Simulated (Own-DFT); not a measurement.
Hf36O71 (tetragonal hafnia with one neutral oxygen vacancy, atoms displaced) (calculated)

A calculation, not a measurement: plane-wave PBE and HSE06 DFT by an unreviewed code, no spin, of a simulated cell at Gamma alone, so results move with cell size and shape, stress positive in tension, energies less offsets, not probed for a lower state with spin; hafnium file: forces about 75 meV/angstrom off all-electron values; oxygen file: force components 24 meV/angstrom off all-electron in a glass; k mesh not checked against a denser one; forces and stress are PBE's, HSE06 gives the energy alone, and its difference from PBE has offsets of its own; offsets are fitted by least squares, one for each functional and potential file, so energies compare only between cells with the same atoms and settings and are not formation energies; the far tail of each file's local potential was reset to the Coulomb form; each entry is a single point on an unrelaxed cell, so the pressure reflects the starting lattice, taken from the Materials Project, from which strain is counted, and rises with the displacements; printed positions are rounded, which can move forces by about a meV/angstrom; the program is a retired in-house code; no spin-orbit coupling. Program: Own-DFT development build.

Common to all runs: first functional PBE; second functional HSE06; exact exchange share 0.25; screening 0.11 1/bohr; exchange divergence Gygi-Baldereschi; potential files PseudoDojo norm-conserving, scalar-relativistic, made for PBE, standard set; wave cutoff 48 hartree; occupations fixed; k mesh 1 x 1 x 1 centred on Gamma.

(1) Hf36O71 (tetragonal hafnia with one neutral oxygen vacancy, atoms displaced)

```
Hf36O71
1.0
     10.7800     0.0000     0.0000
      0.0000    10.7800     0.0000
      0.0000     0.0000    10.4493
Hf O Hf O Hf O Hf O Hf O Hf O Hf O Hf O Hf O Hf O Hf O Hf O Hf O Hf O Hf O Hf O Hf O Hf O
2 4 2 4 2 4 2 4 2 4 2 4 2 4 2 4 2 4 2 4 2 4 2 4 2 4 2 3 2 4 2 4 2 4 2 4
Direct
  0.00315 0.00324 0.00346
  0.16600 0.16868 0.24681
  0.00278 0.17142 0.15414
  0.16539 0.99811 0.34716
  0.00131 0.16689 0.39993
  0.16482 0.00008 0.10063
  0.99760 0.99739 0.49789
  0.16706 0.16629 0.75243
  0.00007 0.16470 0.65218
  0.16679 0.99942 0.84582
  0.00194 0.15948 0.89827
  0.16280 0.00119 0.59673
  0.00158 0.33376 0.99769
  0.16486 0.50005 0.24913
  0.00337 0.49869 0.15403
  0.16855 0.33547 0.34749
  0.00083 0.50115 0.40044
  0.17188 0.33673 0.09723
  0.99672 0.33482 0.49776
  0.17253 0.50290 0.74901
  0.99880 0.50248 0.65481
  0.16865 0.33632 0.85140
  0.99781 0.49620 0.91136
  0.16997 0.33690 0.59631
  0.99801 0.67146 0.99190
  0.16627 0.83364 0.25144
  0.00503 0.83207 0.15062
  0.16280 0.66151 0.34806
  0.00075 0.83994 0.40278
  0.16298 0.67028 0.09789
  0.00202 0.66572 0.50190
  0.16596 0.83166 0.75373
  0.99994 0.83256 0.65286
  0.16694 0.67293 0.84619
  0.99904 0.82595 0.90188
  0.16271 0.67183 0.59756
  0.33421 0.00419 0.99543
  0.50148 0.16674 0.25154
  0.33229 0.16298 0.15101
  0.49531 0.99842 0.34972
  0.33532 0.16567 0.40215
  0.49878 0.99696 0.09787
  0.32756 0.00147 0.49562
  0.50391 0.16601 0.75125
  0.33000 0.17077 0.65076
  0.49705 0.00240 0.84993
  0.33264 0.16420 0.89976
  0.50052 0.99994 0.60033
  0.33414 0.33034 0.00161
  0.50066 0.49956 0.25507
  0.33409 0.49814 0.15053
  0.50300 0.33105 0.34571
  0.33445 0.50131 0.40376
  0.49817 0.33278 0.10033
  0.32625 0.33380 0.49776
  0.50111 0.49689 0.75207
  0.32573 0.50415 0.65267
  0.49805 0.33344 0.84905
  0.33699 0.50243 0.90570
  0.50090 0.33695 0.59832
  0.33685 0.66530 0.99693
  0.50230 0.83465 0.25075
  0.33282 0.83305 0.15412
  0.50051 0.66211 0.34403
  0.33442 0.83667 0.40251
  0.49817 0.66737 0.09812
  0.33453 0.67112 0.49695
  0.49468 0.83454 0.75062
  0.33779 0.83732 0.65857
  0.50134 0.66842 0.84590
  0.33064 0.83341 0.90085
  0.50114 0.66784 0.59930
  0.66452 0.99740 0.00323
  0.83060 0.17013 0.24527
  0.66874 0.17010 0.15568
  0.83194 0.00498 0.35030
  0.67105 0.16610 0.40039
  0.83286 0.99973 0.10167
  0.67165 0.99717 0.49524
  0.83633 0.16890 0.75168
  0.66557 0.16125 0.65595
  0.83343 0.99988 0.84648
  0.83055 0.99736 0.59808
  0.66944 0.33593 0.99967
  0.83673 0.49992 0.25443
  0.67217 0.50670 0.15519
  0.83375 0.33214 0.34833
  0.66212 0.50083 0.39669
  0.82938 0.32976 0.09793
  0.66775 0.33385 0.49473
  0.83589 0.49627 0.74870
  0.66936 0.50060 0.64965
  0.83680 0.33335 0.84790
  0.67055 0.49396 0.90498
  0.82957 0.33231 0.60292
  0.66166 0.66798 0.00026
  0.83789 0.83184 0.24865
  0.66545 0.83481 0.14974
  0.83172 0.66984 0.34771
  0.66536 0.82806 0.40239
  0.83567 0.66385 0.09763
  0.66835 0.66904 0.50555
  0.83173 0.83166 0.75001
  0.66269 0.83849 0.65186
  0.83453 0.66532 0.84908
  0.66180 0.83628 0.90591
  0.83536 0.66376 0.60045
```

```
PBE energy of cell above offsets : -100.481 eV
HSE06 less PBE above offsets     : -0.146 eV
PBE pressure                     : 1.07 GPa
PBE stress xx                    : 0.22 GPa
PBE stress yy                    : -1.95 GPa
PBE stress zz                    : -1.49 GPa
PBE stress yz                    : 0.6 GPa
PBE stress xz                    : 0.05 GPa
PBE stress xy                    : -0.01 GPa
```

Force:
| element | x (eV/Å) | y (eV/Å) | z (eV/Å) |
| --- | --- | --- | --- |
| Hf | -0.679 | -1.008 | -0.244 |
| Hf | 0.306 | -0.399 | 0.772 |
| O | -0.496 | -0.152 | -0.856 |
| O | 0.301 | 0.79 | -0.026 |
| O | 0.141 | 0.458 | 0.43 |
| O | 0.355 | 0.249 | -0.492 |
| Hf | -0.006 | 1.362 | 0.782 |
| Hf | 0.107 | 0.023 | -0.748 |
| O | 0.164 | 0.608 | -0.037 |
| O | -0.066 | -0.086 | 0.574 |
| O | 0.048 | 1.361 | 0.529 |
| O | 0.464 | -0.176 | -0.098 |
| Hf | 0.118 | -0.305 | 0.749 |
| Hf | 0.832 | 0.269 | -0.863 |
| O | -0.886 | -0.701 | 0.203 |
| O | -0.02 | -0.447 | 0.147 |
| O | -0.463 | -0.376 | 0.582 |
| O | -0.948 | -0.598 | 0.066 |
| Hf | 0.409 | -0.917 | 0.368 |
| Hf | -1.242 | -0.285 | 0.716 |
| O | 0.818 | -0.241 | -0.277 |
| O | -0.195 | -0.24 | -0.488 |
| O | 0.071 | 0.769 | -1.111 |
| O | -1.745 | 0.133 | 0.23 |
| Hf | 0.183 | -1.732 | 2.188 |
| Hf | 0.605 | -0.685 | -0.723 |
| O | -1.144 | 0.31 | 0.266 |
| O | 0.221 | 1.255 | 0.418 |
| O | -0.244 | -1.874 | -0.499 |
| O | 0.827 | -0.363 | -0.592 |
| Hf | -0.324 | 0.645 | -0.241 |
| Hf | 0.119 | 0.992 | -1.076 |
| O | -0.464 | 0.052 | 0.115 |
| O | 0.035 | -1.988 | 0.235 |
| O | 0.004 | 2.922 | -0.716 |
| O | 1.136 | -0.037 | -0.067 |
| Hf | -0.053 | -1.035 | 0.836 |
| Hf | -0.426 | -0.145 | -0.177 |
| O | 0.345 | 0.153 | -0.096 |
| O | 0.603 | 0.331 | -0.404 |
| O | -0.247 | 0.558 | -0.38 |
| O | 0.214 | 0.287 | 0.069 |
| Hf | 0.929 | 0.444 | 1.356 |
| Hf | -0.686 | -0.235 | -0.88 |
| O | 0.261 | -0.1 | 0.289 |
| O | 0.359 | -0.042 | 0.303 |
| O | -0.317 | 0.736 | 0.061 |
| O | -0.41 | 0.228 | -0.764 |
| Hf | 0.411 | 0.584 | 0.076 |
| Hf | 0.105 | -0.403 | -1.218 |
| O | -0.071 | 0.29 | 0.496 |
| O | -0.021 | -0.033 | 0.406 |
| O | 0.175 | 0.136 | 0.097 |
| O | 0.769 | -0.141 | -0.405 |
| Hf | 1.356 | -0.42 | 0.266 |
| Hf | 0.028 | 0.078 | -0.835 |
| O | 1.913 | 0.147 | -0.084 |
| O | 0.259 | -0.148 | 0.016 |
| O | -0.167 | -0.636 | -0.885 |
| O | -0.177 | 0.223 | -0.336 |
| Hf | -1.112 | 0.72 | 1.421 |
| Hf | -0.696 | -0.325 | -0.306 |
| O | 0.187 | 0.03 | 0.253 |
| O | -0.475 | 1.48 | 0.751 |
| O | -0.249 | -1.02 | 0.104 |
| O | 0.328 | -0.015 | -0.293 |
| Hf | 0.092 | -0.6 | 0.359 |
| Hf | 1.244 | 0.772 | -0.06 |
| O | -1.861 | -0.444 | -1.108 |
| O | 0.154 | -0.79 | 0.435 |
| O | 0.324 | 0.164 | 0.341 |
| O | -0.522 | -0.157 | -0.42 |
| Hf | 0.324 | 0.65 | -0.404 |
| Hf | 0.681 | -0.653 | 0.711 |
| O | -1.063 | -0.436 | -0.742 |
| O | -0.069 | -1.025 | -0.512 |
| O | -0.415 | 0.169 | 0.197 |
| O | 0.451 | 0.106 | -0.4 |
| Hf | -1.06 | 0.16 | 1.081 |
| Hf | -0.544 | -0.939 | -0.359 |
| O | 0.698 | 0.461 | 0.356 |
| O | -0.343 | -0.118 | 0.25 |
| O | 0.64 | -0.095 | -0.164 |
| Hf | -0.928 | -1.264 | 0.524 |
| Hf | -0.256 | 0.861 | -1.073 |
| O | -0.809 | -0.306 | -0.149 |
| O | 0.136 | 0.491 | 0.462 |
| O | 0.609 | -0.122 | 1.005 |
| O | 1.116 | 0.148 | -0.03 |
| Hf | -0.917 | 0.197 | 0.637 |
| Hf | -0.647 | 0.745 | 0.321 |
| O | -0.332 | 0.122 | 0.535 |
| O | -0.104 | -0.498 | 0.445 |
| O | -0.503 | 1.413 | -0.655 |
| O | 0.673 | 0.084 | -0.746 |
| Hf | 0.976 | -0.414 | 0.483 |
| Hf | -0.256 | 0.401 | -0.321 |
| O | 0.616 | -0.177 | 0.476 |
| O | 0.432 | -0.463 | 0.298 |
| O | -0.004 | 0.784 | -0.308 |
| O | -0.264 | 0.686 | -0.119 |
| Hf | -0.222 | -0.738 | -0.308 |
| Hf | -0.042 | 0.51 | -0.178 |
| O | 0.795 | -0.789 | 0.165 |
| O | -0.354 | -0.063 | -0.381 |
| O | 0.355 | -0.533 | -0.3 |
| O | -0.274 | 0.386 | -0.304 |

(2) Hf36O71 (tetragonal hafnia with one neutral oxygen vacancy, atoms displaced)

```
Hf36O71
1.0
     10.7800     0.0000     0.0000
      0.0000    10.7800     0.0000
      0.0000     0.0000    10.4493
Hf O Hf O Hf O Hf O Hf O Hf O Hf O Hf O Hf O Hf O Hf O Hf O Hf O Hf O Hf O Hf O Hf O Hf O
2 4 2 4 2 3 2 4 2 4 2 4 2 4 2 4 2 4 2 4 2 4 2 4 2 4 2 4 2 4 2 4 2 4 2 4
Direct
  0.00329 0.99756 0.00308
  0.16875 0.16363 0.24769
  0.00162 0.16278 0.15062
  0.16988 0.99992 0.35137
  0.99699 0.16582 0.40296
  0.16779 0.99819 0.09741
  0.99759 0.00090 0.49989
  0.16461 0.16776 0.75126
  0.99829 0.16688 0.65816
  0.16632 0.00099 0.84934
  0.00082 0.16551 0.90139
  0.16612 0.00236 0.59527
  0.99936 0.33619 0.00359
  0.16555 0.49888 0.24946
  0.99963 0.49937 0.15072
  0.16920 0.33568 0.35053
  0.16559 0.33289 0.09252
  0.99713 0.33259 0.50357
  0.16429 0.49905 0.74705
  0.00168 0.49852 0.65204
  0.16275 0.32911 0.84646
  0.00089 0.49685 0.89931
  0.16627 0.33237 0.59873
  0.00035 0.66935 0.99773
  0.16670 0.83407 0.24672
  0.99583 0.82936 0.14579
  0.16927 0.66689 0.34740
  0.00046 0.82415 0.40582
  0.16561 0.66451 0.09303
  0.00297 0.66642 0.50018
  0.16596 0.83378 0.74957
  0.00052 0.83106 0.64972
  0.16812 0.66798 0.84558
  0.00378 0.83696 0.90167
  0.16679 0.66382 0.59426
  0.33286 0.00114 0.00075
  0.50153 0.16565 0.25149
  0.33394 0.16450 0.15384
  0.49717 0.00106 0.34802
  0.32943 0.16985 0.39984
  0.50276 0.99708 0.09738
  0.33574 0.00058 0.50002
  0.49863 0.16752 0.74857
  0.33474 0.16212 0.65157
  0.49896 0.99936 0.85076
  0.33550 0.17191 0.90525
  0.49803 0.00482 0.59636
  0.33115 0.32836 0.99900
  0.50032 0.49828 0.25795
  0.32619 0.49445 0.15728
  0.49919 0.33215 0.35345
  0.33229 0.49703 0.39980
  0.50515 0.32929 0.09782
  0.33118 0.33306 0.50110
  0.49681 0.50224 0.74546
  0.33215 0.50004 0.64918
  0.50202 0.33259 0.85376
  0.33258 0.49750 0.89861
  0.49609 0.33499 0.59929
  0.33680 0.66608 0.99812
  0.49739 0.83014 0.24776
  0.32965 0.83860 0.14884
  0.49885 0.66715 0.34748
  0.33376 0.83212 0.40071
  0.49916 0.66180 0.10567
  0.33350 0.66876 0.49705
  0.49469 0.83181 0.75085
  0.33487 0.83312 0.65656
  0.50265 0.66714 0.84178
  0.33249 0.83582 0.90129
  0.49859 0.66645 0.59436
  0.66669 0.99474 0.00110
  0.83301 0.16520 0.25109
  0.66301 0.16507 0.15257
  0.83295 0.00151 0.34557
  0.66604 0.16528 0.40130
  0.83508 0.00461 0.10073
  0.66674 0.99871 0.49842
  0.83063 0.16624 0.74960
  0.66750 0.16544 0.65924
  0.83251 0.00016 0.84741
  0.66937 0.17021 0.90032
  0.83345 0.00121 0.59443
  0.66705 0.32876 0.00306
  0.82972 0.49956 0.25073
  0.66819 0.50001 0.15232
  0.83202 0.33606 0.34567
  0.66671 0.49851 0.40179
  0.83128 0.33391 0.09679
  0.66880 0.32859 0.50003
  0.83379 0.49831 0.75171
  0.66693 0.49738 0.65123
  0.83455 0.33235 0.84440
  0.66820 0.50021 0.90358
  0.83068 0.33878 0.59950
  0.66431 0.67109 0.00222
  0.83345 0.83224 0.24770
  0.66855 0.83561 0.15265
  0.83295 0.66877 0.34598
  0.66750 0.83007 0.40874
  0.82761 0.66877 0.09894
  0.66676 0.66813 0.50113
  0.83298 0.83186 0.74807
  0.66834 0.82875 0.65365
  0.83359 0.66686 0.84667
  0.66680 0.83712 0.89868
  0.82971 0.66833 0.59372
```

```
PBE energy of cell above offsets : -100.999 eV
HSE06 less PBE above offsets     : -0.159 eV
PBE pressure                     : 0.85 GPa
PBE stress xx                    : -1.18 GPa
PBE stress yy                    : 0.15 GPa
PBE stress zz                    : -1.52 GPa
PBE stress yz                    : 0.11 GPa
PBE stress xz                    : -0.5 GPa
PBE stress xy                    : 0.01 GPa
```

Force:
| element | x (eV/Å) | y (eV/Å) | z (eV/Å) |
| --- | --- | --- | --- |
| Hf | -0.936 | 1.414 | -0.896 |
| Hf | -0.227 | 0.717 | 0.838 |
| O | -0.071 | 0.265 | 0.634 |
| O | -0.427 | -0.44 | -0.921 |
| O | -0.043 | 0.269 | 0.13 |
| O | -0.107 | -0.001 | 0.562 |
| Hf | 0.714 | -0.552 | -0.025 |
| Hf | -0.215 | -0.401 | -0.132 |
| O | 0.072 | -0.034 | -0.983 |
| O | 0.461 | -0.148 | -0.097 |
| O | 0.026 | -0.051 | 0.738 |
| O | -0.055 | -0.323 | 0.146 |
| Hf | -0.36 | -0.87 | -0.973 |
| Hf | -0.25 | -0.064 | 0.543 |
| O | -0.398 | 0.073 | 0.529 |
| O | -0.915 | -0.582 | -0.603 |
| O | -0.015 | -0.34 | 0.734 |
| Hf | 0.497 | 0.679 | -0.506 |
| Hf | 0.54 | -0.267 | 0.522 |
| O | -0.551 | 0.075 | -0.456 |
| O | 0.397 | 0.952 | -0.006 |
| O | 0.04 | 0.933 | 0.29 |
| O | -0.315 | -0.13 | 0.056 |
| Hf | -0.499 | -0.524 | -0.083 |
| Hf | -0.459 | -0.229 | 0.682 |
| O | 0.823 | 0.216 | 0.646 |
| O | -0.3 | -0.03 | -0.479 |
| O | 0.018 | 2.252 | -0.971 |
| O | 0.58 | 0.424 | 0.053 |
| Hf | -0.809 | -1.229 | -0.029 |
| Hf | -0.371 | 0.391 | 0.115 |
| O | -0.012 | 0.137 | 0.448 |
| O | -0.162 | -0.18 | -0.124 |
| O | -0.056 | -0.801 | -0.239 |
| O | 0.387 | 0.267 | 0.377 |
| Hf | 0.705 | 0.162 | -0.438 |
| Hf | -0.278 | 0.715 | -0.176 |
| O | 0.004 | -0.091 | -0.383 |
| O | 0.18 | -0.765 | -0.083 |
| O | 0.174 | -0.735 | 0.367 |
| O | -0.726 | -0.157 | 0.144 |
| Hf | -0.802 | 0.745 | -0.29 |
| Hf | 0.204 | 0.404 | 0.945 |
| O | -0.504 | 0.209 | 0.178 |
| O | -0.148 | 0.223 | -0.455 |
| O | -0.211 | -1.673 | -0.553 |
| O | 0.952 | -0.466 | 0.072 |
| Hf | 1.126 | 1.652 | 0.447 |
| Hf | -0.13 | -0.503 | -0.857 |
| O | 1.765 | 0.304 | -0.673 |
| O | 0.249 | -0.304 | -0.419 |
| O | 0.452 | 0.82 | 0.505 |
| O | -1.463 | 0.173 | 0.668 |
| Hf | -0.02 | 0.195 | -0.344 |
| Hf | 0.76 | -1.472 | 0.43 |
| O | -0.207 | 0.112 | 0.141 |
| O | -0.274 | 0.324 | -1.126 |
| O | 0.075 | 0.584 | 0.531 |
| O | 0.808 | -0.358 | 0.051 |
| Hf | -0.965 | -0.665 | -0.155 |
| Hf | -0.058 | 0.653 | 0.315 |
| O | 0.716 | -0.478 | 0.237 |
| O | -0.036 | 0.067 | 0.088 |
| O | 0.125 | 0.361 | -0.09 |
| O | -0.331 | 0.714 | -0.888 |
| Hf | -0.285 | -1.149 | -0.064 |
| Hf | 1.322 | 0.83 | 0.017 |
| O | -0.749 | 0.018 | -0.922 |
| O | -0.434 | 0.129 | 1.088 |
| O | 0.286 | -0.722 | 0.323 |
| O | -0.097 | 0.016 | 0.301 |
| Hf | 0.555 | 1.626 | -0.532 |
| Hf | 0.253 | 0.244 | -0.902 |
| O | 0.86 | -0.072 | 0.314 |
| O | -0.023 | -0.825 | 0.397 |
| O | 0.187 | -0.163 | 0.189 |
| O | -0.284 | -0.346 | -0.341 |
| Hf | -0.184 | -0.242 | 0.434 |
| Hf | 0.561 | -0.126 | 1.451 |
| O | -0.591 | 0.132 | -1.505 |
| O | -0.014 | -0.485 | -0.184 |
| O | -0.032 | -1.308 | 0.555 |
| O | -0.341 | -0.089 | 0.089 |
| Hf | -0.42 | 0.878 | -1.026 |
| Hf | 0.219 | 0.547 | -0.217 |
| O | -0.844 | 0.128 | 0.433 |
| O | 0.328 | -0.712 | 0.581 |
| O | -0.249 | 0.016 | 0.062 |
| O | 0.672 | -0.295 | 0.456 |
| Hf | -0.891 | 1.36 | 0.348 |
| Hf | -0.748 | -0.144 | 0.019 |
| O | -0.355 | 0.24 | 0.272 |
| O | 0.16 | 0.207 | 0.207 |
| O | 0.073 | 0.507 | 0.317 |
| O | 0.475 | -0.565 | -0.467 |
| Hf | 0.578 | -1.462 | -0.639 |
| Hf | 0.214 | -0.191 | 0.388 |
| O | -0.766 | -0.076 | -0.018 |
| O | 0.108 | -0.598 | -0.112 |
| O | -0.229 | 1.115 | -1.015 |
| O | 0.817 | 0.108 | -0.51 |
| Hf | 0.201 | -1.033 | 0.259 |
| Hf | 0.03 | 0.245 | 0.141 |
| O | -0.858 | 0.479 | -0.021 |
| O | 0.317 | 0.34 | 0.145 |
| O | -0.074 | -0.997 | 0.59 |
| O | 1.112 | -0.181 | 0.382 |
